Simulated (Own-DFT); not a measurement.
## Calculated data, SiC (2H silicon carbide, atoms displaced), GaP (zincblende, strained, atoms displaced), GaN (wurtzite, strained, atoms displaced)

A calculation, not a measurement: plane-wave PBE density functional theory by an unreviewed code, no spin, of a simulated periodic cell, stress positive in tension, free energy of the whole cell less one offset for each atom, forces on such cells passed a denser k mesh, this cell's mesh not checked; offsets are fitted by least squares, one for each functional and potential file, so energies compare only between cells with the same atoms and settings and are not formation energies; the far tail of each file's local potential was reset to the Coulomb form; each entry is a single point on an unrelaxed cell, so the pressure reflects the starting lattice, mostly measured values (interpolated for alloys), from which strain is counted, and rises with the displacements; printed positions are rounded, which can move forces by about a meV/angstrom; the program, named Own-DFT, is a retired in-house code; no spin-orbit coupling. Program: Own-DFT development build.

Settings shared by all entries: functional PBE.

(1) 
```cif
# cell vector a (Å): 6.1654 0.0000 0.0000
# cell vector b (Å): -3.0827 5.3394 0.0000
# cell vector c (Å): 0.0000 0.0000 10.0681
data_SiC
_symmetry_space_group_name_H-M 'P 1'
_symmetry_Int_Tables_number 1
_cell_length_a 6.1654
_cell_length_b 6.1654
_cell_length_c 10.0681
_cell_angle_alpha 90.000
_cell_angle_beta 90.000
_cell_angle_gamma 120.000
_cell_volume 331.44
loop_
_atom_site_label
_atom_site_type_symbol
_atom_site_fract_x
_atom_site_fract_y
_atom_site_fract_z
_atom_site_occupancy
Si1 Si 0.00623 0.00965 0.00167 1
Si2 Si 0.16433 0.33689 0.24741 1
C1 C 0.99834 0.99324 0.18711 1
C2 C 0.17252 0.34485 0.43593 1
Si3 Si 0.98856 0.99513 0.49844 1
Si4 Si 0.16838 0.33633 0.75154 1
C3 C 0.00816 0.00155 0.68477 1
C4 C 0.15597 0.32800 0.93985 1
Si5 Si 0.99656 0.50734 0.00105 1
Si6 Si 0.17647 0.83745 0.25521 1
C5 C 0.00286 0.49541 0.18797 1
C6 C 0.16025 0.83524 0.43994 1
Si7 Si 0.00160 0.50240 0.50150 1
Si8 Si 0.16704 0.83496 0.74906 1
C7 C 0.00695 0.49863 0.68680 1
C8 C 0.17412 0.83159 0.94214 1
Si9 Si 0.50342 0.00373 0.00276 1
Si10 Si 0.66320 0.33461 0.24898 1
C9 C 0.49465 0.99423 0.18830 1
C10 C 0.66757 0.33185 0.43938 1
Si11 Si 0.50122 0.00461 0.49847 1
Si12 Si 0.67687 0.33878 0.74456 1
C11 C 0.49919 0.99206 0.68961 1
C12 C 0.65878 0.33393 0.94045 1
Si13 Si 0.50231 0.49637 0.00212 1
Si14 Si 0.66821 0.83455 0.24421 1
C13 C 0.50149 0.51053 0.18486 1
C14 C 0.66991 0.83150 0.44314 1
Si15 Si 0.50104 0.50373 0.49760 1
Si16 Si 0.66771 0.83472 0.75401 1
C15 C 0.49681 0.49730 0.68668 1
C16 C 0.67215 0.83815 0.93715 1
_calc_potential_files 'PseudoDojo norm-conserving, scalar-relativistic, standard set'
_calc_wave_cutoff 42  # hartree
_calc_occupations 'Fermi-Dirac'
_calc_smearing_width 0.1  # eV
_calc_hardware 'one NVIDIA H100'
_calc_k_mesh '5 x 5 x 3 centred on Gamma'
_calc_free_energy_of_cell_above_offsets '-4.666'  # eV
_calc_pressure 3.84  # GPa
_calc_stress_xx -3.61  # GPa
_calc_stress_yy -2.73  # GPa
_calc_stress_zz -5.17  # GPa
_calc_stress_yz 0.76  # GPa
_calc_stress_xz -0.25  # GPa
_calc_stress_xy 0.12  # GPa
_calc_wall_time 116.6  # s
```

Force:
```
element  x (eV/Å)  y (eV/Å)  z (eV/Å)
     Si     0.227    -1.654     -0.36
     Si     0.818    -0.735     0.483
      C     0.426     0.999     0.503
      C    -0.272    -1.177    -0.044
     Si     1.462     1.723     0.424
     Si     0.651    -0.851     -0.08
      C    -1.124    -0.028     0.776
      C     0.649     1.542    -0.267
     Si     0.534    -0.971     0.085
     Si    -1.452    -1.163    -0.764
      C    -1.466     0.908      0.13
      C      0.83     0.115    -0.048
     Si     0.178    -0.009    -0.628
     Si     0.535    -0.033     0.577
      C    -0.662     0.511     0.285
      C    -1.142     0.837    -0.966
     Si     0.194    -0.497    -0.782
     Si      0.58     0.159     0.155
      C     0.563     1.221     0.295
      C    -0.279     0.549    -0.486
     Si    -0.006    -0.974     0.855
     Si    -1.195    -0.998     0.954
      C     -0.12     1.213     -0.46
      C     1.336     0.021    -0.826
     Si    -1.568     1.013    -1.075
     Si     0.158     0.326     1.534
      C     0.351    -1.459     0.794
      C    -1.514     0.279    -2.043
     Si     0.041    -0.668     0.754
     Si      0.64    -0.295    -1.127
      C     0.671     0.526     0.323
      C    -0.044    -0.429     1.029
```

(2) 
```cif
# cell vector a (Å): 10.8620 0.0000 0.0000
# cell vector b (Å): 0.0000 10.8620 0.0000
# cell vector c (Å): 0.0000 0.0000 10.9439
data_GaP
_symmetry_space_group_name_H-M 'P 1'
_symmetry_Int_Tables_number 1
_cell_length_a 10.8620
_cell_length_b 10.8620
_cell_length_c 10.9439
_cell_angle_alpha 90.000
_cell_angle_beta 90.000
_cell_angle_gamma 90.000
_cell_volume 1291.19
loop_
_atom_site_label
_atom_site_type_symbol
_atom_site_fract_x
_atom_site_fract_y
_atom_site_fract_z
_atom_site_occupancy
Ga1 Ga 0.00653 0.99286 0.99516 1
Ga2 Ga 0.00528 0.22452 0.25586 1
Ga3 Ga 0.24753 0.99132 0.25693 1
Ga4 Ga 0.25294 0.25597 0.99197 1
P1 P 0.13073 0.11799 0.13198 1
P2 P 0.13399 0.38150 0.36293 1
P3 P 0.38662 0.12049 0.38373 1
P4 P 0.37883 0.36635 0.12877 1
Ga5 Ga 0.99716 0.00287 0.49428 1
Ga6 Ga 0.01027 0.25319 0.74540 1
Ga7 Ga 0.25562 0.99685 0.75477 1
Ga8 Ga 0.24887 0.25712 0.50338 1
P5 P 0.11340 0.13410 0.62484 1
P6 P 0.12720 0.36968 0.86591 1
P7 P 0.38193 0.12270 0.87736 1
P8 P 0.37114 0.36885 0.62076 1
Ga9 Ga 0.00233 0.49923 0.00176 1
Ga10 Ga 0.99327 0.74519 0.25064 1
Ga11 Ga 0.23961 0.51242 0.24200 1
Ga12 Ga 0.24857 0.75505 0.00184 1
P9 P 0.13661 0.63001 0.11754 1
P10 P 0.12856 0.86699 0.37210 1
P11 P 0.39285 0.63121 0.36582 1
P12 P 0.37756 0.87826 0.13022 1
Ga13 Ga 0.00059 0.49813 0.49948 1
Ga14 Ga 0.00511 0.75077 0.75496 1
Ga15 Ga 0.25365 0.50346 0.75085 1
Ga16 Ga 0.25395 0.75820 0.49851 1
P13 P 0.12149 0.61966 0.63650 1
P14 P 0.12889 0.87767 0.87384 1
P15 P 0.36723 0.62279 0.87290 1
P16 P 0.39204 0.86495 0.61972 1
Ga17 Ga 0.50237 0.99225 0.99297 1
Ga18 Ga 0.50580 0.25455 0.25839 1
Ga19 Ga 0.75062 0.00543 0.25376 1
Ga20 Ga 0.74805 0.25956 0.00383 1
P17 P 0.62279 0.12972 0.14035 1
P18 P 0.62391 0.36210 0.36642 1
P19 P 0.88773 0.13821 0.37960 1
P20 P 0.87447 0.36468 0.11794 1
Ga21 Ga 0.49220 0.99177 0.50888 1
Ga22 Ga 0.49873 0.25133 0.75352 1
Ga23 Ga 0.75747 0.97895 0.75034 1
Ga24 Ga 0.75189 0.25521 0.50115 1
P21 P 0.61700 0.11265 0.62646 1
P22 P 0.62944 0.37086 0.87921 1
P23 P 0.86983 0.12688 0.86942 1
P24 P 0.87376 0.37768 0.61344 1
Ga25 Ga 0.50566 0.51283 0.99026 1
Ga26 Ga 0.50068 0.75435 0.26570 1
Ga27 Ga 0.75393 0.50131 0.25069 1
Ga28 Ga 0.75541 0.74274 0.00056 1
P25 P 0.61286 0.62736 0.12215 1
P26 P 0.63111 0.86051 0.38121 1
P27 P 0.88834 0.62693 0.36758 1
P28 P 0.86379 0.86583 0.12252 1
Ga29 Ga 0.49372 0.50737 0.49833 1
Ga30 Ga 0.51438 0.74450 0.74742 1
Ga31 Ga 0.75148 0.49294 0.73933 1
Ga32 Ga 0.75340 0.75864 0.50211 1
P29 P 0.62023 0.61554 0.62439 1
P30 P 0.63997 0.88231 0.87009 1
P31 P 0.88096 0.62030 0.86487 1
P32 P 0.87790 0.88097 0.61729 1
_calc_potential_files 'PseudoDojo norm-conserving, scalar-relativistic, standard set'
_calc_wave_cutoff 42  # hartree
_calc_occupations 'Fermi-Dirac'
_calc_smearing_width 0.1  # eV
_calc_hardware 'one NVIDIA H100'
_calc_k_mesh '3 x 3 x 3 centred on Gamma'
_calc_free_energy_of_cell_above_offsets '-28.493'  # eV
_calc_pressure 4.68  # GPa
_calc_stress_xx -4.83  # GPa
_calc_stress_yy -4.61  # GPa
_calc_stress_zz -4.61  # GPa
_calc_stress_yz 0.61  # GPa
_calc_stress_xz -0.34  # GPa
_calc_stress_xy -1.25  # GPa
_calc_wall_time 533.1  # s
```

Force:
```
element  x (eV/Å)  y (eV/Å)  z (eV/Å)
     Ga     -1.33     1.066     0.885
     Ga     1.447      3.17    -2.107
     Ga     1.124     1.208    -0.076
     Ga     0.151    -0.816     1.039
      P     0.226    -0.198    -1.481
      P    -1.117    -0.837     1.056
      P    -1.607     0.311    -0.558
      P    -0.355     1.505    -0.645
     Ga     1.054    -0.114     0.089
     Ga    -2.552     0.186     0.639
     Ga     0.316      0.55    -1.235
     Ga    -0.446    -1.188    -1.254
      P     2.149    -1.993    -1.053
      P     0.244     1.264     1.081
      P    -0.697     0.091    -0.136
      P         1     1.537     1.036
     Ga     0.123    -0.431    -0.376
     Ga      1.47     1.239    -1.785
     Ga     2.614    -1.079     0.538
     Ga       1.2     0.475    -0.459
      P     -2.51     0.246    -0.038
      P    -1.266     0.391     0.468
      P    -3.779    -1.806     1.547
      P     0.276    -0.563    -0.376
     Ga     0.867     0.239    -0.667
     Ga     -0.35     0.399    -0.679
     Ga    -0.215    -1.191    -0.583
     Ga     0.195    -1.633     0.466
      P     0.542     0.713    -1.645
      P     0.161    -0.579    -0.157
      P     1.177      1.33     0.226
      P    -2.356     -0.51     2.017
     Ga     0.536     0.687     1.192
     Ga     -2.26    -1.695    -1.223
     Ga     0.253     -0.47     0.417
     Ga    -0.381    -2.256    -0.257
      P     0.264    -0.712    -1.985
      P     1.728     3.158      2.35
      P      -2.9    -2.136     1.173
      P     1.573     1.269     1.811
     Ga     1.795       0.9    -1.614
     Ga     0.471    -0.298    -0.546
     Ga     0.626     3.306    -1.278
     Ga    -1.201    -1.224    -0.013
      P     1.503     0.933     0.392
      P    -0.705     1.115     -1.19
      P     0.653    -0.147     0.329
      P     0.685    -0.378     1.118
     Ga    -0.863    -1.682     0.362
     Ga     1.223     1.225    -3.007
     Ga    -0.405    -0.394    -0.697
     Ga    -0.966    -0.735    -0.808
      P     1.502     0.506     0.856
      P    -0.339      2.79    -0.494
      P    -2.055    -1.185     1.943
      P     1.607     1.379     0.657
     Ga     0.344    -1.715    -0.315
     Ga    -0.677     0.264      1.08
     Ga     -0.16     0.051     0.862
     Ga     0.631    -2.159     0.394
      P      1.47     0.525    -0.426
      P    -1.965    -2.661      1.78
      P    -0.699    -0.048       0.8
      P     0.958     -1.19     0.558
```

(3) 
```cif
# cell vector a (Å): 12.7560 0.0000 0.0000
# cell vector b (Å): -4.7835 8.2853 0.0207
# cell vector c (Å): 0.0000 0.0259 10.3700
data_GaN
_symmetry_space_group_name_H-M 'P 1'
_symmetry_Int_Tables_number 1
_cell_length_a 12.7560
_cell_length_b 9.5671
_cell_length_c 10.3700
_cell_angle_alpha 89.752
_cell_angle_beta 90.000
_cell_angle_gamma 120.000
_cell_volume 1095.97
loop_
_atom_site_label
_atom_site_type_symbol
_atom_site_fract_x
_atom_site_fract_y
_atom_site_fract_z
_atom_site_occupancy
Ga1 Ga 0.08373 0.22813 0.00698 1
Ga2 Ga 0.16630 0.11000 0.24872 1
N1 N 0.08523 0.22519 0.18546 1
N2 N 0.16640 0.11363 0.43520 1
Ga3 Ga 0.08296 0.21162 0.49156 1
Ga4 Ga 0.17054 0.10780 0.74930 1
N3 N 0.07828 0.22355 0.68746 1
N4 N 0.16988 0.11427 0.94633 1
Ga5 Ga 0.08921 0.55405 0.99974 1
Ga6 Ga 0.16373 0.44796 0.24780 1
N5 N 0.08539 0.55329 0.18356 1
N6 N 0.15968 0.43190 0.43530 1
Ga7 Ga 0.08222 0.55921 0.50510 1
Ga8 Ga 0.16493 0.45082 0.74149 1
N7 N 0.08017 0.55129 0.69185 1
N8 N 0.16757 0.44424 0.93512 1
Ga9 Ga 0.08263 0.89580 0.99601 1
Ga10 Ga 0.16640 0.77806 0.24883 1
N9 N 0.08354 0.88560 0.19481 1
N10 N 0.16918 0.78710 0.43935 1
Ga11 Ga 0.08506 0.89323 0.49434 1
Ga12 Ga 0.17006 0.78678 0.74230 1
N11 N 0.08608 0.89341 0.68744 1
N12 N 0.17222 0.77487 0.94771 1
Ga13 Ga 0.33394 0.22989 0.00336 1
Ga14 Ga 0.41452 0.10718 0.25295 1
N13 N 0.34081 0.22098 0.19336 1
N14 N 0.42347 0.10997 0.44118 1
Ga15 Ga 0.33861 0.22249 0.50088 1
Ga16 Ga 0.41565 0.11445 0.75098 1
N15 N 0.33797 0.22270 0.69382 1
N16 N 0.41797 0.11079 0.94206 1
Ga17 Ga 0.32824 0.54890 0.00003 1
Ga18 Ga 0.41264 0.44432 0.24951 1
N17 N 0.34005 0.55093 0.18396 1
N18 N 0.41620 0.43608 0.43743 1
Ga19 Ga 0.33794 0.55938 0.50302 1
Ga20 Ga 0.41679 0.43794 0.75201 1
N19 N 0.34255 0.55850 0.68562 1
N20 N 0.42018 0.45192 0.93853 1
Ga21 Ga 0.32453 0.87621 0.00022 1
Ga22 Ga 0.41636 0.77014 0.24588 1
N21 N 0.33773 0.88983 0.18340 1
N22 N 0.42125 0.77878 0.44408 1
Ga23 Ga 0.34093 0.89307 0.49328 1
Ga24 Ga 0.42126 0.78024 0.74807 1
N23 N 0.34127 0.89008 0.68845 1
N24 N 0.41410 0.78218 0.93734 1
Ga25 Ga 0.58644 0.22304 0.99345 1
Ga26 Ga 0.67502 0.11730 0.25528 1
N25 N 0.58214 0.22487 0.18995 1
N26 N 0.65465 0.09999 0.43602 1
Ga27 Ga 0.57743 0.21932 0.50531 1
Ga28 Ga 0.66866 0.10437 0.75521 1
N27 N 0.58576 0.22467 0.68888 1
N28 N 0.66042 0.10390 0.92808 1
Ga29 Ga 0.58879 0.55960 0.99382 1
Ga30 Ga 0.66341 0.44518 0.25755 1
N29 N 0.58411 0.55217 0.18861 1
N30 N 0.66816 0.45485 0.44012 1
Ga31 Ga 0.58055 0.55716 0.49663 1
Ga32 Ga 0.67685 0.46042 0.75062 1
N31 N 0.58441 0.55706 0.68691 1
N32 N 0.67059 0.44989 0.94310 1
Ga33 Ga 0.58950 0.89805 0.98918 1
Ga34 Ga 0.66210 0.77667 0.24929 1
N33 N 0.58397 0.89396 0.18670 1
N34 N 0.66686 0.77792 0.43476 1
Ga35 Ga 0.58133 0.88098 0.49888 1
Ga36 Ga 0.66675 0.77345 0.75060 1
N35 N 0.58204 0.88493 0.69469 1
N36 N 0.66434 0.76566 0.93491 1
Ga37 Ga 0.83544 0.22279 0.01127 1
Ga38 Ga 0.91865 0.11499 0.24603 1
N37 N 0.83674 0.22877 0.18741 1
N38 N 0.90724 0.10710 0.44295 1
Ga39 Ga 0.83814 0.22225 0.49734 1
Ga40 Ga 0.91750 0.11606 0.74053 1
N39 N 0.82991 0.22526 0.67529 1
N40 N 0.91750 0.12179 0.93613 1
Ga41 Ga 0.82865 0.55685 0.99580 1
Ga42 Ga 0.91564 0.44675 0.24732 1
N41 N 0.82655 0.54797 0.18560 1
N42 N 0.91769 0.43994 0.43521 1
Ga43 Ga 0.83677 0.55379 0.50159 1
Ga44 Ga 0.91673 0.44352 0.75223 1
N43 N 0.83283 0.55548 0.68513 1
N44 N 0.91943 0.44453 0.94010 1
Ga45 Ga 0.82843 0.88774 0.00013 1
Ga46 Ga 0.91409 0.78691 0.25228 1
N45 N 0.82601 0.88501 0.19726 1
N46 N 0.91248 0.77261 0.43212 1
Ga47 Ga 0.82750 0.88035 0.49943 1
Ga48 Ga 0.92182 0.77864 0.73815 1
N47 N 0.83151 0.89444 0.68413 1
N48 N 0.92406 0.77123 0.94085 1
_calc_potential_files 'PseudoDojo norm-conserving, scalar-relativistic, standard set with the stringent files for Ga'
_calc_wave_cutoff 96  # hartree
_calc_occupations 'Gaussian'
_calc_smearing_width 0.01  # eV
_calc_k_mesh '3 x 4 x 3 centred on Gamma'
_calc_free_energy_of_cell_above_offsets '-4.925'  # eV
_calc_pressure 6.96  # GPa
_calc_stress_xx -7.2  # GPa
_calc_stress_yy -6.82  # GPa
_calc_stress_zz -6.86  # GPa
_calc_stress_yz 0.8  # GPa
_calc_stress_xz -0.38  # GPa
_calc_stress_xy 0.28  # GPa
```

Force:
```
element  x (eV/Å)  y (eV/Å)  z (eV/Å)
     Ga     0.076    -0.592    -2.242
     Ga     0.829     0.204    -0.485
      N    -0.009    -0.288     1.312
      N      1.51    -0.545     0.198
     Ga    -1.992     0.953     1.426
     Ga    -1.387     1.559     0.787
      N     2.139     0.108     -0.61
      N    -0.745     0.382    -1.187
     Ga    -1.335     0.085    -0.545
     Ga     1.387    -0.289     0.731
      N    -0.861     0.604     0.751
      N     0.306     1.849      0.44
     Ga     0.664    -0.515    -1.134
     Ga     2.103    -1.009     0.849
      N    -0.652     1.814    -0.712
      N     0.139    -0.361    -0.357
     Ga     1.652    -1.037     1.377
     Ga      0.77     -0.17    -0.194
      N    -0.998     0.651    -0.956
      N     0.797    -1.017     0.012
     Ga    -0.615    -0.304    -0.061
     Ga     1.399    -0.966     1.403
      N     0.142    -0.138    -0.819
      N    -3.307    -0.278    -2.382
     Ga      1.68    -0.524     0.134
     Ga     1.639     0.067    -0.674
      N    -2.209     0.244    -0.413
      N      -2.3    -0.024     -0.67
     Ga    -0.404    -0.592     0.036
     Ga     2.142    -0.703     1.043
      N    -1.372    -0.299    -1.363
      N    -0.807     0.122    -0.415
     Ga     0.824     1.578    -0.908
     Ga     2.423     -0.88     0.298
      N    -2.616     0.487     0.355
      N    -0.754     1.021     0.093
     Ga    -0.491     -1.31     -0.79
     Ga    -0.003      1.29      0.12
      N    -1.269    -0.641     0.639
      N      0.04    -0.692    -0.035
     Ga     2.271     2.768     0.174
     Ga     0.026     1.179      0.11
      N    -0.598    -0.874     1.677
      N    -0.916    -1.092    -1.633
     Ga    -0.554    -0.747     1.255
     Ga    -0.601    -0.714     1.047
      N    -1.605     0.202    -0.792
      N     1.383    -1.084     0.017
     Ga    -0.925    -0.213     1.361
     Ga    -2.059    -0.593    -0.701
      N     0.897    -0.352    -0.325
      N     1.202     1.211      0.94
     Ga     2.262     1.381    -0.105
     Ga    -0.663     1.049    -3.178
      N    -0.017     0.331     0.915
      N     1.265     2.143     2.468
     Ga     -0.95    -1.822     2.102
     Ga     0.515     -0.51    -1.042
      N    -1.046     0.721    -0.391
      N     0.662    -1.173     0.796
     Ga     0.557    -0.051     0.436
     Ga    -1.288    -2.214     0.021
      N    -0.024    -0.323      0.01
      N    -0.544    -0.966    -1.801
     Ga    -1.035    -2.586     1.722
     Ga    -0.579    -0.616    -0.346
      N     0.515    -0.076    -0.618
      N    -0.557    -0.466     0.463
     Ga     0.698     1.294     0.862
     Ga    -0.286     0.375    -0.637
      N      1.16     0.345    -1.137
      N     -0.09      2.76     0.029
     Ga    -0.802     0.451    -2.727
     Ga    -0.325    -0.585     1.087
      N     0.356    -0.616     1.261
      N     2.606    -0.868    -1.741
     Ga    -2.484    -0.062    -0.441
     Ga    -0.915     -0.07     0.914
      N     0.427     0.006     2.379
      N     0.502    -1.489     0.146
     Ga     2.193    -0.282     1.502
     Ga    -0.104     0.901    -0.043
      N     0.452     1.277     0.402
      N    -0.272     0.946     0.112
     Ga    -0.744    -0.525    -1.217
     Ga    -0.485    -0.755     0.287
      N     1.407     0.859      0.29
      N    -0.497    -0.163    -0.069
     Ga     1.155      0.33    -0.093
     Ga     1.119    -1.879    -1.247
      N     0.505     1.457    -1.786
      N     0.654     0.719     1.904
     Ga     0.164     0.638    -0.403
     Ga    -1.346     0.213     1.553
      N     1.007    -0.893     0.661
      N     -2.18     1.261    -1.481
```
